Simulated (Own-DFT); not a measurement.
# Stretching a layer in its plane: wurtzite AlGaN with randomly placed atoms, 96 atoms (Al12Ga36N48)

Calculated, not measured: single-point runs of Own-DFT, a retired in-house plane-wave DFT program that no person has reviewed, on unrelaxed cells, without spin or spin-orbit coupling.

Common settings: PBE; PseudoDojo norm-conserving scalar-relativistic files (stringent for Ga); cutoff 96 hartree; 3 x 4 x 3 k mesh centred on Gamma; Gaussian smearing of 0.01 eV.

Known weak points: k mesh not checked against a denser one; stress not checked against mesh or cutoff.

Unstrained cell vectors in Å: (12.679, 0.000, 0.000); (-4.755, 8.235, 0.000); (0.000, 0.000, 10.268). The unstrained cell has measured lattice constants (interpolated for alloys), not those of this functional. That, the random moves and any unrelaxed bonds set the pressure at no strain. Each run strains x and y alike by e, as a substrate would, and holds the height along z. Random moves of width 0.05 Å per axis were added to every atom. The random placing of the alloy's atoms differs from row to row. Stress is positive in tension.

| e (%) | u (Å) | (s_xx + s_yy)/2 (GPa) | s_zz (GPa) |
|---|---|---|---|
| -3.00 | 0.047 | -26.42 | -11.51 |
| -2.25 | 0.047 | -20.55 | -11.38 |
| -2.00 | 0.049 | ? | ? |
| -1.75 | 0.049 | -17.54 | -10.45 |
| -1.50 | 0.049 | -14.33 | -11.44 |
| 0.50 | 0.052 | -3.16 | -9.85 |
| 0.75 | 0.051 | -3.29 | -5.81 |
| 1.00 | 0.051 | -2.50 | -3.89 |
| 2.25 | 0.049 | 4.51 | -5.52 |
| 2.50 | 0.050 | 4.97 | -3.41 |

## Analysis

With e as a fraction, the in-plane stress is -6.5 + 546 e - 3508 e² GPa (errors 15 and 1029, scatter 0.83), and s_zz is -7.9 + 153 e GPa (slope ± 29, scatter 1.63). At e = 0 the first slope is C11 + C12 and the second 2 C13, both with the ions held to the strained lattice and at the cell's own pressure. The term in e² is negative: the layer stiffens under compression and softens under tension. A free layer would change its height as e changes, and the in-plane slope would drop by 2 C13²/C33 to the biaxial modulus. At fixed height, a misfit of 1 % moves the in-plane stress by about 5.5 GPa and s_zz by 1.5 GPa.

## Withheld run

Asked: what are the two stresses at e = -2.00 %?

From the fit: -18.8 and -10.9 GPa. Computed: -18.94 and -10.38 GPa.
